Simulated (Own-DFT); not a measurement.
Al₃GaN₄ (wurtzite random alloy, strained, atoms displaced) (calculated)

Computed with Own-DFT development build. A calculation, not a measurement: plane-wave PBE density functional theory by an unreviewed code, no spin, of a simulated periodic cell, stress positive in tension, free energy of the whole cell less one offset for each atom, forces on such cells passed a denser k mesh, this cell's mesh not checked; offsets are fitted by least squares, one for each functional and potential file, so energies compare only between cells with the same atoms and settings and are not formation energies; the far tail of each file's local potential was reset to the Coulomb form; each entry is a single point on an unrelaxed cell, so the pressure reflects the starting lattice, mostly measured values, from which strain is counted, and rises with the displacements; printed positions are rounded, which can move forces by about a meV/angstrom; the program is a retired in-house code; no spin-orbit coupling.

Al₃GaN₄ (wurtzite random alloy, strained, atoms displaced)

```
Al3GaN4
1.0
      9.1119     0.0000     0.0000
     -4.5560     7.8912     0.0000
      0.0000     0.0000    10.0655
Al Ga N Al N Al N Al Ga N Al N Al N Ga Al N Al N Al N Al N Al Ga N Ga Al N Al N Ga Al N Ga N Al N Al Ga N Al N
1 1 2 2 2 2 2 1 1 2 2 2 2 2 1 1 2 2 2 2 2 2 2 1 1 2 1 1 2 2 2 1 1 2 2 2 2 2 1 1 2 2 2
Direct
  0.11593 0.23600 0.01428
  0.22197 0.11513 0.25602
  0.10739 0.21928 0.19205
  0.22185 0.11214 0.44879
  0.10746 0.22583 0.50620
  0.21981 0.12059 0.74879
  0.11942 0.22894 0.68421
  0.23037 0.12471 0.94817
  0.11645 0.56066 0.01162
  0.22065 0.44053 0.25031
  0.11363 0.55979 0.18525
  0.22460 0.44902 0.44368
  0.11936 0.56917 0.49674
  0.20585 0.44086 0.73999
  0.11173 0.56159 0.68342
  0.21750 0.44866 0.93923
  0.10374 0.89272 0.00883
  0.22580 0.78243 0.24695
  0.11031 0.88686 0.19112
  0.21163 0.78011 0.44253
  0.11316 0.89263 0.50206
  0.22270 0.77671 0.74885
  0.10885 0.89828 0.69106
  0.23461 0.77878 0.93620
  0.43259 0.21981 0.99908
  0.55199 0.11197 0.25027
  0.44161 0.22441 0.18541
  0.55167 0.11424 0.44022
  0.44792 0.21276 0.50010
  0.55053 0.11316 0.75179
  0.44493 0.22343 0.68672
  0.55873 0.12181 0.94246
  0.44690 0.56467 0.00237
  0.55516 0.44016 0.25303
  0.45855 0.56245 0.19376
  0.56385 0.45326 0.43981
  0.44957 0.55604 0.50620
  0.55872 0.44366 0.75859
  0.45040 0.55787 0.69277
  0.55443 0.44833 0.94272
  0.45026 0.89411 0.00230
  0.56378 0.78484 0.23787
  0.43693 0.88729 0.18303
  0.56492 0.78809 0.43560
  0.44122 0.89003 0.49928
  0.54882 0.78442 0.74569
  0.44692 0.88608 0.68991
  0.54943 0.78229 0.93773
  0.77215 0.22670 0.99774
  0.89467 0.10810 0.25124
  0.77716 0.22498 0.18334
  0.90316 0.11956 0.44645
  0.77664 0.22405 0.49914
  0.87654 0.10105 0.75133
  0.77732 0.22495 0.68205
  0.88455 0.10566 0.94565
  0.77372 0.55295 0.00232
  0.89058 0.45344 0.25194
  0.77559 0.54810 0.18952
  0.88729 0.43483 0.44969
  0.78514 0.55224 0.49982
  0.89160 0.44840 0.75372
  0.77659 0.54875 0.69221
  0.89630 0.44954 0.93300
  0.77892 0.89286 0.99520
  0.89771 0.77438 0.24856
  0.77756 0.88861 0.19136
  0.88653 0.77401 0.43703
  0.78423 0.88881 0.50381
  0.88071 0.76924 0.75246
  0.77836 0.88357 0.68796
  0.89607 0.78755 0.94054
```

Settings of this run: functional PBE, potential files PseudoDojo norm-conserving, scalar-relativistic, standard set with the stringent files for Ga, wave cutoff 96 hartree, occupations Gaussian, smearing width 0.01 eV and k mesh 4 x 4 x 3 centred on Gamma.

It finds free energy of cell above offsets -18.762 eV; pressure 21.02 GPa; stress xx -26.25 GPa; stress yy -24.29 GPa; stress zz -12.52 GPa; stress yz -0.08 GPa; stress xz -0.84 GPa; stress xy 0.31 GPa.

Force:
| element | x (eV/Å) | y (eV/Å) | z (eV/Å) |
| --- | --- | --- | --- |
| Al | -0.344 | -1.218 | -2.877 |
| Ga | 0.772 | -0.605 | 0.924 |
| N | -0.142 | 1.421 | 0.209 |
| N | 0.067 | 0.634 | -0.675 |
| Al | 2.363 | 1.145 | -0.504 |
| Al | 1.438 | -0.828 | 1.179 |
| N | -2.218 | -2.561 | 0.778 |
| N | -5.592 | -3.472 | -2.542 |
| Al | -0.564 | 0.338 | -3.59 |
| Al | 0.636 | 1.588 | 1.049 |
| N | 1.019 | 0.117 | 2.43 |
| N | 0.179 | 0.204 | -1.024 |
| Al | -0.206 | -2.696 | 0.803 |
| Ga | 2.502 | 1.739 | 2.359 |
| N | -1.771 | 0.726 | -0.66 |
| N | 1.003 | -0.104 | 0.927 |
| Al | 2.677 | 0.733 | -1.786 |
| Al | -0.312 | -0.721 | 1.063 |
| N | 1.718 | 1.056 | -0.924 |
| N | 1.16 | 0.485 | -2.33 |
| Al | -1.906 | -0.004 | 1.053 |
| Al | -0.865 | 1.069 | 0.833 |
| N | 0.714 | -1.271 | 0.065 |
| N | -2.365 | 0.448 | 0.673 |
| Ga | 3.946 | 2.35 | 1.386 |
| Al | 0.588 | 0.19 | -0.504 |
| N | 0.96 | -0.063 | 1.741 |
| N | 1.468 | -1.033 | -2.473 |
| Al | -3.186 | 3.246 | 1.19 |
| Al | 0.918 | -0.051 | 0.117 |
| N | -0.314 | -0.011 | 0.589 |
| N | 0.147 | -1.696 | -1.534 |
| Al | -0.39 | -0.907 | -0.362 |
| Al | -0.042 | 0.717 | 0.558 |
| N | -1.87 | -2.647 | -1.52 |
| N | 0.246 | -1.896 | -0.114 |
| Al | -0.11 | 0.862 | -0.645 |
| Al | -0.875 | 0.047 | -1.128 |
| N | -0.317 | 0.129 | -0.196 |
| N | -1.013 | 0.413 | -0.801 |
| Al | -1.187 | 0.752 | -0.897 |
| Ga | -1.921 | -0.398 | 2.888 |
| N | 0.387 | 1.494 | 0.829 |
| N | -0.083 | -1.044 | 0.655 |
| Ga | 0.996 | -0.621 | 0.145 |
| Al | 3.198 | -2.299 | 1.402 |
| N | -2.827 | 2.083 | -0.376 |
| N | 2.019 | 0.127 | -0.326 |
| Al | 1.888 | 0.429 | 0.376 |
| Al | -2.411 | 0.185 | 0.895 |
| N | 0.462 | -1.075 | 1.167 |
| N | -1.815 | -2.505 | -2.228 |
| Ga | 0.822 | -2.669 | 0.372 |
| Al | 0.946 | 1.552 | 0.145 |
| N | 0.059 | -0.701 | 3.195 |
| N | 0.066 | 2.553 | -1.382 |
| Ga | 0.999 | 0.704 | -0.372 |
| Ga | 1.724 | -2.329 | 1.284 |
| N | -1.863 | 0.9 | -0.3 |
| N | 0.707 | 4.397 | -2.352 |
| Al | -1.444 | 0.484 | 0.961 |
| Al | 0.485 | -0.679 | -1.176 |
| N | -0.334 | 0.811 | -0.527 |
| N | 0.3 | -0.343 | 1.426 |
| Al | -0.481 | -1.413 | 1.257 |
| Ga | -2.975 | -0.579 | 1.096 |
| N | 2.753 | 1.725 | -2.173 |
| N | 1.045 | 0.235 | 1.184 |
| Al | -0.67 | 0.351 | -0.849 |
| Al | 1.093 | 0.858 | 0.02 |
| N | -1 | 0.152 | 0.48 |
| N | -1.054 | -1.014 | -0.552 |
